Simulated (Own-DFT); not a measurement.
Simulation results for SiC (4H silicon carbide, atoms displaced)

Computed with Own-DFT development build. A calculation, not a measurement: plane-wave PBE density functional theory by an unreviewed code, no spin, of a simulated periodic cell, stress positive in tension, free energy of the whole cell less one offset for each atom, forces on such cells passed a denser k mesh, this cell's mesh not checked; offsets are fitted by least squares, one for each functional and potential file, so energies compare only between cells with the same atoms and settings and are not formation energies; the far tail of each file's local potential was reset to the Coulomb form; each entry is a single point on an unrelaxed cell, so the pressure reflects the starting lattice, mostly measured values (interpolated for alloys), from which strain is counted, and rises with the displacements; printed positions are rounded, which can move forces by about a meV/angstrom; the program, named Own-DFT, is a retired in-house code; no spin-orbit coupling.

Common to all runs: functional PBE; potential files PseudoDojo norm-conserving, scalar-relativistic, standard set; wave cutoff 42 hartree; occupations Fermi-Dirac; smearing width 0.1 eV; hardware one NVIDIA H200; k mesh 3 x 3 x 3 centred on Gamma.

(1) SiC (4H silicon carbide, atoms displaced)

```
SiC
1.0
     12.3308     0.0000     0.0000
     -6.1654    10.6788     0.0000
      0.0000     0.0000    10.0681
Si C Si C Si C Si C Si C Si C Si C Si C Si C Si C Si C Si C Si C Si C Si C Si C Si C Si C Si C Si C Si C Si C Si C Si C Si C Si C Si C Si C Si C Si C Si C Si C
2 2 2 2 2 2 2 2 2 2 2 2 2 2 2 2 2 2 2 2 2 2 2 2 2 2 2 2 2 2 2 2 2 2 2 2 2 2 2 2 2 2 2 2 2 2 2 2 2 2 2 2 2 2 2 2 2 2 2 2 2 2 2 2
Direct
  0.00006 0.99781 0.40074
  0.08220 0.16319 0.17098
  0.00018 0.99902 0.09302
  0.08461 0.17098 0.35743
  0.99561 0.24531 0.40599
  0.09557 0.41550 0.15799
  0.99180 0.24793 0.10061
  0.08347 0.41116 0.34380
  0.99593 0.50164 0.40981
  0.07460 0.66140 0.15135
  0.00702 0.50861 0.09122
  0.08363 0.66328 0.34823
  0.00868 0.75273 0.41058
  0.07775 0.91776 0.16232
  0.00087 0.74657 0.07711
  0.08909 0.91953 0.34642
  0.24867 0.00121 0.40223
  0.33445 0.17100 0.15799
  0.25076 0.00175 0.09174
  0.32443 0.16041 0.34873
  0.25470 0.25427 0.41475
  0.32724 0.41011 0.15610
  0.25656 0.25474 0.09532
  0.32790 0.41409 0.33106
  0.25493 0.50006 0.40730
  0.33237 0.67196 0.15079
  0.24741 0.49513 0.09956
  0.32349 0.65623 0.34782
  0.24840 0.74073 0.39935
  0.33232 0.90866 0.14525
  0.24153 0.75025 0.09210
  0.33133 0.91545 0.33074
  0.50589 0.01130 0.39496
  0.58439 0.16433 0.16759
  0.49419 0.99450 0.09404
  0.58283 0.17258 0.34504
  0.49946 0.24831 0.39776
  0.58387 0.42376 0.15150
  0.50113 0.24421 0.09652
  0.58276 0.41679 0.34625
  0.49059 0.49638 0.41358
  0.58710 0.67546 0.15468
  0.49253 0.49715 0.09095
  0.58852 0.65612 0.34262
  0.49737 0.75390 0.40929
  0.58334 0.92325 0.15458
  0.49567 0.75029 0.08424
  0.58226 0.91775 0.34575
  0.74605 0.99587 0.40810
  0.82751 0.16599 0.14309
  0.75009 0.00339 0.09358
  0.83101 0.17126 0.33511
  0.75335 0.25729 0.40829
  0.83405 0.42251 0.15526
  0.75592 0.25032 0.09381
  0.83419 0.42097 0.34528
  0.76112 0.50759 0.41221
  0.83232 0.66424 0.16038
  0.75132 0.50243 0.08296
  0.83129 0.65656 0.35374
  0.74190 0.73995 0.39786
  0.82524 0.91815 0.15876
  0.74617 0.73823 0.10357
  0.83828 0.91549 0.34383
  0.00444 0.00738 0.90092
  0.92042 0.82394 0.65691
  0.00613 0.00403 0.59328
  0.91798 0.82847 0.83858
  0.00116 0.74996 0.90738
  0.91769 0.58560 0.65046
  0.00293 0.75603 0.59017
  0.92371 0.57440 0.83930
  0.00431 0.50317 0.90339
  0.92336 0.33501 0.65202
  0.00332 0.50472 0.59126
  0.92072 0.34023 0.83979
  0.99716 0.25192 0.91553
  0.91238 0.09146 0.65158
  0.00867 0.25861 0.59059
  0.91213 0.09498 0.84530
  0.75189 0.00982 0.90236
  0.66693 0.83360 0.66177
  0.75013 0.99662 0.59463
  0.67461 0.83966 0.83856
  0.74320 0.74625 0.91483
  0.66579 0.58048 0.66543
  0.74597 0.74137 0.59621
  0.66172 0.57516 0.84363
  0.74732 0.50104 0.89373
  0.66496 0.33533 0.65350
  0.74779 0.50032 0.58902
  0.68065 0.33708 0.85193
  0.74338 0.25707 0.91493
  0.65996 0.07809 0.65059
  0.75202 0.24817 0.59604
  0.66189 0.07742 0.84778
  0.50182 0.00073 0.90822
  0.41498 0.84601 0.65673
  0.49947 0.00921 0.59074
  0.42334 0.84288 0.83617
  0.50668 0.75632 0.89914
  0.41621 0.57386 0.66479
  0.49019 0.74801 0.59138
  0.41150 0.58635 0.84220
  0.50804 0.50260 0.91239
  0.42586 0.33530 0.65526
  0.50004 0.49803 0.59604
  0.42086 0.33970 0.85437
  0.49012 0.23828 0.91282
  0.41933 0.08627 0.65430
  0.49221 0.24485 0.60574
  0.42256 0.09294 0.84263
  0.23925 0.99393 0.90740
  0.17469 0.83338 0.67119
  0.25177 0.99844 0.60147
  0.16298 0.82004 0.84066
  0.24614 0.75700 0.90290
  0.17051 0.58854 0.65043
  0.25285 0.74993 0.59732
  0.16212 0.57799 0.84775
  0.25978 0.49744 0.90646
  0.16558 0.33727 0.66164
  0.24673 0.49722 0.58553
  0.16719 0.32670 0.85116
  0.24781 0.25178 0.89908
  0.16587 0.08615 0.65527
  0.25026 0.24432 0.59172
  0.16458 0.08054 0.84603
```

It finds free energy of cell above offsets -5.970 eV; pressure 6.25 GPa; stress xx -6.07 GPa; stress yy -5.83 GPa; stress zz -6.87 GPa; stress yz 0.74 GPa; stress xz -0.33 GPa; stress xy 0.96 GPa; wall time 527.4 s.

Force:
```csv
element,x (eV/Å),y (eV/Å),z (eV/Å)
Si,0.516,1.009,2.373
Si,-0.24,0.998,-1.852
C,-1.557,0.231,0.295
C,0.878,-1.568,-1.516
Si,-0.482,1.605,-0.553
Si,-4.885,-0.763,0.93
C,2.61,0.371,-0.683
C,-0.509,1.171,0.538
Si,2.365,-1.083,-1.191
Si,0.851,1.895,1.311
C,-0.083,-3.438,0.102
C,-0.882,0.694,-1.496
Si,-0.983,-0.34,-0.901
Si,2.24,-0.777,-1.971
C,-1.55,0.926,5.827
C,-1.694,-1.386,-0.63
Si,1.935,-1.389,1.704
Si,0.557,-1.301,-0.132
C,-0.531,-0.63,0.38
C,1.142,2.216,-0.991
Si,-0.917,-0.697,-1.793
Si,0.784,1.914,-1.338
C,-1.689,-2.284,-0.846
C,1.287,0.187,4.307
Si,-1.731,-2.415,-1.202
Si,-0.264,-1.882,0.666
C,2.263,2.225,-2.296
C,2.255,2.557,-2.093
Si,-1.096,2.669,1.485
Si,-2.398,2.001,1.666
C,1.384,-1.034,-0.85
C,0.762,-0.025,1.785
Si,-1.354,-2.822,1.734
Si,-0.335,0.552,-3.17
C,1.009,1.636,-0.093
C,1.885,0.012,0.443
Si,-2.1,1.179,1.895
Si,0.707,-1.431,0.87
C,-0.431,1.113,0.741
C,0.05,0.32,-0.152
Si,1.767,-0.409,-2.244
Si,-1.628,-3.286,0.75
C,0.675,1.658,1.055
C,-4.497,0.987,-0.766
Si,0.539,-1.606,-0.414
Si,0.57,-1.616,0.002
C,1.068,1.152,1.333
C,-0.017,0.093,-0.886
Si,0.924,1.319,-0.677
Si,1.874,0.299,3.297
C,-0.732,-1.218,-0.952
C,0.106,-1.553,1.347
Si,0.389,-0.925,-0.129
Si,1.2,-0.286,-0.438
C,-3.378,1.007,0.637
C,-0.045,-0.353,-0.359
Si,-2.365,-4.1,-0.906
Si,1.774,-0.834,-0.339
C,-0.594,-0.041,1.127
C,0.607,4.955,-2.655
Si,2.676,1.817,2.975
Si,2.433,-0.341,-0.506
C,-0.875,3.242,-1.761
C,-2.106,-0.955,-0.077
Si,-1.898,-1.625,0.563
Si,-3.421,2.62,-0.632
C,-2.047,-1.331,-0.1
C,-1.04,0.705,2.004
Si,-0.475,-1.834,-3.411
Si,0.611,-0.176,1.053
C,2.651,-1.645,0.967
C,-4.446,3.071,-0.824
Si,0.528,-1.876,1.156
Si,-1.411,0.73,1.158
C,-0.254,-0.513,0.004
C,0.063,-1.54,1.219
Si,-0.182,1.287,-0.911
Si,2.546,-0.541,0.909
C,-1.399,-1.671,0.214
C,2.308,-1.468,-0.879
Si,0.611,-1.68,0.85
Si,0.242,-1.365,-2.897
C,-1.288,0.412,-0.528
C,-0.476,-0.695,2.825
Si,2.114,0.627,-1.549
Si,-0.26,0.536,-2.914
C,-0.033,1.235,-0.467
C,-0.111,2.419,0.535
Si,3.382,-0.321,2.053
Si,1.304,-1.088,1.251
C,0.428,-0.11,2.422
C,-6.367,0.889,-3.197
Si,5.573,-2.729,-1.116
Si,1.068,1.274,1.452
C,-0.538,0.441,-0.671
C,-0.77,2.378,-1.139
Si,-1.105,0.75,-0.431
Si,1.686,-1.74,-1.381
C,0.869,-1.175,-1.516
C,-1.02,-1.217,1.947
Si,-1.36,-0.192,-0.425
Si,-2.117,1.827,-2.473
C,1.56,0.599,1.627
C,3.578,0.758,0.874
Si,-2.82,-1.072,-0.469
Si,-2.972,-0.597,1.921
C,0.089,0.042,0.449
C,0.07,-1.464,-1.812
Si,0.854,4.493,0.395
Si,-1.424,-0.777,1.471
C,2.65,1.84,-3.202
C,-0.406,-4.835,-0.437
Si,2.032,0.898,-0.114
Si,-1.478,0.159,-5.341
C,-0.293,0.015,-0.958
C,-3.138,3.603,2.119
Si,4.811,-3.583,1.228
Si,0.188,-1.455,1.742
C,-0.806,1.002,-1.322
C,2.822,1.809,-1.352
Si,-4.063,-0.439,1.276
Si,1.588,-0.76,-0.779
C,1.204,0.391,2.664
C,-2.38,1.919,-1.462
Si,3.036,-1.254,2.341
Si,1.201,-1.354,0.298
C,-0.108,2.864,2.127
C,0.105,1.303,-1.118
```

(2) SiC (4H silicon carbide, atoms displaced)

```
SiC
1.0
     12.3308     0.0000     0.0000
     -6.1654    10.6788     0.0000
      0.0000     0.0000    10.0681
Si C Si C Si C Si C Si C Si C Si C Si C Si C Si C Si C Si C Si C Si C Si C Si C Si C Si C Si C Si C Si C Si C Si C Si C Si C Si C Si C Si C Si C Si C Si C Si C
2 2 2 2 2 2 2 2 2 2 2 2 2 2 2 2 2 2 2 2 2 2 2 2 2 2 2 2 2 2 2 2 2 2 2 2 2 2 2 2 2 2 2 2 2 2 2 2 2 2 2 2 2 2 2 2 2 2 2 2 2 2 2 2
Direct
  0.00542 0.00752 0.40193
  0.08130 0.17334 0.16060
  0.00436 0.99695 0.09718
  0.08199 0.17082 0.34640
  0.00007 0.25375 0.40457
  0.07072 0.41512 0.16536
  0.00468 0.25382 0.10157
  0.08730 0.42332 0.34323
  0.00666 0.50752 0.40882
  0.07922 0.65440 0.14402
  0.00720 0.50184 0.09331
  0.08130 0.66153 0.33932
  0.00684 0.75635 0.41156
  0.08165 0.91256 0.16469
  0.00033 0.74719 0.09660
  0.08732 0.91911 0.34018
  0.25331 0.00218 0.41058
  0.33433 0.15957 0.16112
  0.24722 0.98851 0.09375
  0.33237 0.16170 0.33830
  0.25554 0.25781 0.40890
  0.33076 0.41986 0.16388
  0.24266 0.24837 0.09316
  0.32832 0.42077 0.33816
  0.25881 0.50080 0.40192
  0.33656 0.65972 0.15765
  0.25864 0.50115 0.09927
  0.33502 0.66478 0.34718
  0.24524 0.74951 0.39941
  0.34773 0.91911 0.14929
  0.24474 0.74154 0.08851
  0.33221 0.91958 0.32848
  0.49766 0.00421 0.40609
  0.58891 0.16345 0.15618
  0.49879 0.99226 0.08846
  0.58634 0.16412 0.34600
  0.49802 0.24309 0.39958
  0.57580 0.41044 0.15585
  0.50429 0.25332 0.09941
  0.59141 0.42054 0.35473
  0.50137 0.49425 0.40984
  0.58558 0.66285 0.16000
  0.49492 0.49969 0.08856
  0.57954 0.66199 0.33950
  0.50672 0.76009 0.40393
  0.57288 0.91883 0.15693
  0.49672 0.74988 0.09032
  0.57177 0.90187 0.34512
  0.75657 0.00294 0.40490
  0.84119 0.17465 0.15454
  0.75355 0.99627 0.09293
  0.82835 0.15982 0.33746
  0.75178 0.25102 0.40722
  0.84058 0.42003 0.16177
  0.75253 0.25279 0.08904
  0.84635 0.42333 0.33822
  0.75521 0.50436 0.39027
  0.83664 0.67612 0.15371
  0.75613 0.50241 0.10112
  0.83070 0.66524 0.35026
  0.75468 0.74944 0.40380
  0.84189 0.92727 0.14574
  0.74614 0.74807 0.09636
  0.83893 0.91712 0.34635
  0.99162 0.99641 0.90794
  0.92354 0.84591 0.67038
  0.00155 0.00539 0.59929
  0.92031 0.83524 0.85923
  0.00218 0.75208 0.90238
  0.93164 0.59264 0.65517
  0.99557 0.74683 0.58814
  0.91561 0.58522 0.84945
  0.99647 0.49567 0.91550
  0.92078 0.35007 0.65621
  0.99754 0.49954 0.60120
  0.92043 0.34215 0.83934
  0.99397 0.23902 0.89851
  0.91712 0.08127 0.65703
  0.00441 0.25228 0.59828
  0.91940 0.08478 0.84575
  0.75235 0.99727 0.90302
  0.67024 0.83793 0.64996
  0.75070 0.00549 0.59409
  0.66885 0.83323 0.83860
  0.75650 0.75758 0.89799
  0.66042 0.57802 0.66053
  0.74677 0.75679 0.59311
  0.67314 0.58197 0.84361
  0.73791 0.49017 0.90380
  0.66976 0.33869 0.65417
  0.74329 0.49140 0.60035
  0.66084 0.33378 0.84749
  0.74660 0.25750 0.90505
  0.67181 0.08770 0.65427
  0.75833 0.25382 0.59622
  0.67035 0.09916 0.84610
  0.50653 0.00089 0.90370
  0.41201 0.82895 0.65168
  0.49420 0.99542 0.59911
  0.41269 0.82993 0.84159
  0.48899 0.74678 0.90649
  0.42232 0.58911 0.65343
  0.49039 0.74977 0.60170
  0.40969 0.58196 0.84641
  0.49720 0.49911 0.91510
  0.41193 0.32559 0.66013
  0.49364 0.49112 0.58332
  0.42090 0.33506 0.83914
  0.50549 0.25593 0.90556
  0.41917 0.08923 0.65549
  0.49380 0.25287 0.59594
  0.42566 0.08040 0.84881
  0.24772 0.98993 0.90997
  0.15690 0.82174 0.64547
  0.24956 0.99912 0.59738
  0.14948 0.82692 0.83930
  0.26021 0.75261 0.90598
  0.15754 0.58244 0.65272
  0.24528 0.74570 0.59378
  0.17177 0.58474 0.85616
  0.24940 0.49800 0.90565
  0.16420 0.32902 0.64978
  0.24659 0.49499 0.59300
  0.16678 0.33184 0.84600
  0.24781 0.25050 0.90676
  0.17605 0.08108 0.65369
  0.25246 0.25298 0.59889
  0.16486 0.08268 0.83901
```

It finds free energy of cell above offsets -5.669 eV; pressure 6.34 GPa; stress xx -5.53 GPa; stress yy -7.63 GPa; stress zz -5.85 GPa; stress yz 0.92 GPa; stress xz 0.47 GPa; stress xy 0.96 GPa; wall time 545.1 s.

Force:
```csv
element,x (eV/Å),y (eV/Å),z (eV/Å)
Si,-0.241,-1.397,1.272
Si,2.237,-1.644,-0.304
C,-0.782,1.726,-0.699
C,1.165,0.531,0.142
Si,-0.291,-0.027,1.029
Si,4.435,0.557,-1.39
C,-1.721,0.081,-2.173
C,-0.271,-0.855,1.641
Si,0.246,-1.517,0.24
Si,-0.426,4.766,2.234
C,-2.109,-3.023,-0.094
C,-0.564,1.992,0.091
Si,-1.225,-1.471,-2.978
Si,1.353,-0.311,-2.752
C,0.055,0.382,-0.589
C,-0.298,0.382,3.123
Si,-0.154,-0.745,-1.332
Si,-1.518,0.231,-3.089
C,0.404,1.408,0.356
C,-0.464,1.427,2.321
Si,-0.428,-1.13,-0.448
Si,1.206,-1.775,-3.025
C,1.942,0.339,0.967
C,4.168,-1.951,1.943
Si,-3.462,1.304,2.166
Si,-1.609,1.371,0.056
C,-3.034,-1.001,-1.331
C,-0.357,1.151,-0.442
Si,1.782,-0.086,-0.184
Si,-4.961,-3.105,0.047
C,1.66,1.452,1.124
C,0.74,-0.076,3.304
Si,0.809,-2.741,0.803
Si,-1.02,0.814,-0.425
C,0.242,3.841,-0.82
C,-0.106,0.72,-0.628
Si,-0.288,1.884,1.485
Si,1.307,2.95,1.125
C,0.055,-2.517,-0.973
C,-1.664,-2.561,-2.665
Si,-0.96,1.407,-2.189
Si,-1.56,0.921,-1.578
C,1.081,-0.729,3.21
C,0.704,0.627,2.14
Si,-0.415,-7.453,2.371
Si,5.33,-2.855,0.596
C,1.04,0.424,0.718
C,0.225,8.413,-1.866
Si,-0.803,-1.936,-0.168
Si,-0.903,-2.233,-0.846
C,-2.699,2.094,-0.595
C,0.027,2.243,1.072
Si,0.894,0.559,-0.126
Si,-1.169,-0.119,-2.279
C,0.456,0.18,1.181
C,-1.232,-1.382,2.32
Si,0.933,-1.242,3.243
Si,0.394,-1.948,0.637
C,-1.4,-0.575,-1.007
C,1.841,1.96,-1.597
Si,-1.838,0.38,0.627
Si,0.007,-3.242,2.782
C,0.672,1.635,-1.458
C,-0.579,0.491,-0.999
Si,3.275,2.005,0.805
Si,-0.75,-2.03,-1.96
C,1.782,-0.434,-1.351
C,-0.58,0.128,-2.604
Si,-1.704,-2.53,3.141
Si,-4.19,-2.677,2.086
C,-0.521,1.77,1.319
C,0.338,-0.858,-0.727
Si,0.764,2.327,-2.347
Si,1.658,-5.207,1.196
C,0.111,2.986,-3.369
C,-0.362,-2.202,1.303
Si,0.21,4.867,1.67
Si,-0.632,1.716,-0.179
C,-2.424,-0.507,-1.254
C,-0.938,-2.572,-0.956
Si,-1.603,0.876,0.699
Si,-2.116,-0.28,1.164
C,0.839,-0.538,-0.485
C,-1.198,0.266,0.111
Si,-1.262,-2.847,2.156
Si,0.526,0.514,-1.564
C,2.399,-1.598,0.175
C,-3.046,1.051,0.517
Si,2.61,3.184,1.896
Si,-0.473,-2.683,0.742
C,1.373,4.291,-2.298
C,1.521,-0.395,-1.752
Si,1.851,0.597,-0.027
Si,-1.407,-0.07,0.984
C,-1.712,0.127,-0.936
C,1.84,-3.213,-0.893
Si,-0.077,-0.53,-0.764
Si,-1.327,0.889,1.353
C,0.604,1.569,-1.513
C,1.285,2.288,-0.797
Si,2.415,-0.059,-0.093
Si,-1.169,-2.78,0.633
C,3.346,0.888,-2.523
C,2.285,0.148,-0.983
Si,0.177,0.7,-3.593
Si,-0.746,2.551,-0.709
C,-0.107,1.32,3.785
C,-0.836,-0.214,2.214
Si,-1.854,-2.538,0.994
Si,0.526,-1.375,1.426
C,2.849,-1.408,-1.516
C,-2.785,0.877,-0.532
Si,-0.828,1.503,-1.302
Si,0.736,2.448,2.554
C,1.721,-1.441,-1.501
C,5.308,1.768,-1.47
Si,-3.764,-1.74,0.378
Si,3.88,-0.518,2.17
C,-0.355,0.503,-1.387
C,-1.72,-0.378,-2.26
Si,-0.381,-0.638,1.195
Si,0.6,1.561,2.147
C,-0.016,1.199,-0.483
C,-0.928,-0.303,-0.876
Si,0.8,-0.787,-0.184
Si,-3.627,1.428,1.364
C,0.295,-1.605,-1.66
C,0.654,-0.387,1.361
```
